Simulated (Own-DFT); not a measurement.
# Short bonds, stiff crystals?

No measurement is shown. These are fixed-geometry runs of a retired plane-wave code named Own-DFT, which no person has reviewed; spin and spin-orbit coupling are neglected.

Limits (not all hold for every row): forces on such cells moved up to 12 meV/angstrom on a denser k mesh; k mesh not checked against a denser one; forces on such cells passed a denser k mesh, each cell not checked; stress not checked against mesh or cutoff.

All runs are PBE with PseudoDojo norm-conserving files; cutoff and k mesh are each material's own. Every cell starts from measured lattice constants and was given uniform random strains and small random moves of its atoms. Each triple is the change of volume in per cent, the rms move u in Å and the pressure in GPa.

- 2H SiC (C36Si36), 10.36 Å³/atom unstrained: (-1.46, 0.045, 8.38); (-1.05, 0.049, 8.17); (-0.65, 0.054, 7.09); (-0.06, 0.047, 5.61); (0.02, 0.051, 5.46); (2.58, 0.052, -0.28); (3.47, 0.046, -2.28)
- wurtzite AlN (Al36N36), 10.45 Å³/atom unstrained: (-3.20, 0.051, 12.78); (-2.61, 0.050, 11.84); (-0.52, 0.051, 7.65); (0.07, 0.047, 5.62); (0.37, 0.052, 4.97); (0.61, 0.048, 4.13); (1.13, 0.050, 3.21)
- wurtzite GaN (Ga48N48), 11.42 Å³/atom unstrained: withheld
- diamond silicon (Si64), 20.02 Å³/atom unstrained: (-3.02, 0.049, 5.95); (-2.52, 0.048, 5.20); (-0.04, 0.047, 2.76); (-0.01, 0.051, 2.53); (1.81, 0.049, 1.07); (1.83, 0.052, 0.89); (3.31, 0.048, -0.37)
- zincblende InP (In32P32), 25.27 Å³/atom unstrained: (-3.90, 0.049, 6.97); (-2.47, 0.052, 5.87); (-1.82, 0.049, 5.23); (-1.22, 0.048, 4.56); (-1.22, 0.047, 4.52); (3.38, 0.049, 1.31); (3.91, 0.048, 1.16)
- grey tin (Sn64), 34.15 Å³/atom unstrained: (-3.74, 0.048, 5.85); (-2.92, 0.045, 5.35); (-2.85, 0.053, 5.41); (-2.77, 0.045, 5.17); (-1.01, 0.051, 4.24); (0.04, 0.051, 3.81); (1.38, 0.049, 2.94)

## Working it out

Fit a line to each set against the fractional change of volume; B is minus its slope, and u is nearly the same within a set. To take it to zero pressure, assume that B rises by 4 GPa for each GPa: B0 = B - 4 x (mean pressure). The bond length of an ideal tetrahedral crystal with the unstrained volume v is d = (√3/4)(8 v)^(1/3). Cohen's empirical rule reads B0 = (1971 - 220 L) d^(-3.5) GPa, with L = 0 for group IV crystals and SiC and 1 for III-V compounds.

| material | L | d (Å) | B (GPa) | mean P (GPa) | B0 (GPa) | rule (GPa) |
|---|---|---|---|---|---|---|
| 2H SiC (C36Si36) | 0 | 1.888 | 224 ± 5 | 4.6 | 205 ± 5 | 213 |
| wurtzite AlN (Al36N36) | 1 | 1.893 | 226 ± 9 | 7.2 | 198 ± 9 | 188 |
| wurtzite GaN (Ga48N48) | 1 | 1.950 | ? | ? | ? | 169 |
| diamond silicon (Si64) | 0 | 2.352 | 99 ± 3 | 2.6 | 88 ± 3 | 99 |
| zincblende InP (In32P32) | 1 | 2.541 | 74 ± 3 | 4.2 | 57 ± 3 | 67 |
| grey tin (Sn64) | 0 | 2.810 | 56 ± 2 | 4.7 | 37 ± 2 | 53 |

A line through ln[B0/(1971 - 220 L)] against ln d has a slope of -4.3 ± 0.2 and a scatter of 7 %. Against the rule, B0 stands at 96 % for 2H SiC, 105 % for wurtzite AlN, 90 % for diamond silicon, 86 % for zincblende InP, 70 % for grey tin. PBE tends to make silicon and heavier crystals too soft, and the rule itself is only a guide.

## Test on the hidden row

The question: what B0 does the fitted trend give for wurtzite GaN (Ga48N48)?

Estimate: 169 GPa. Its own runs give B = 181 ± 7 GPa at a mean pressure of 7.7 GPa, so B0 = 150 GPa.
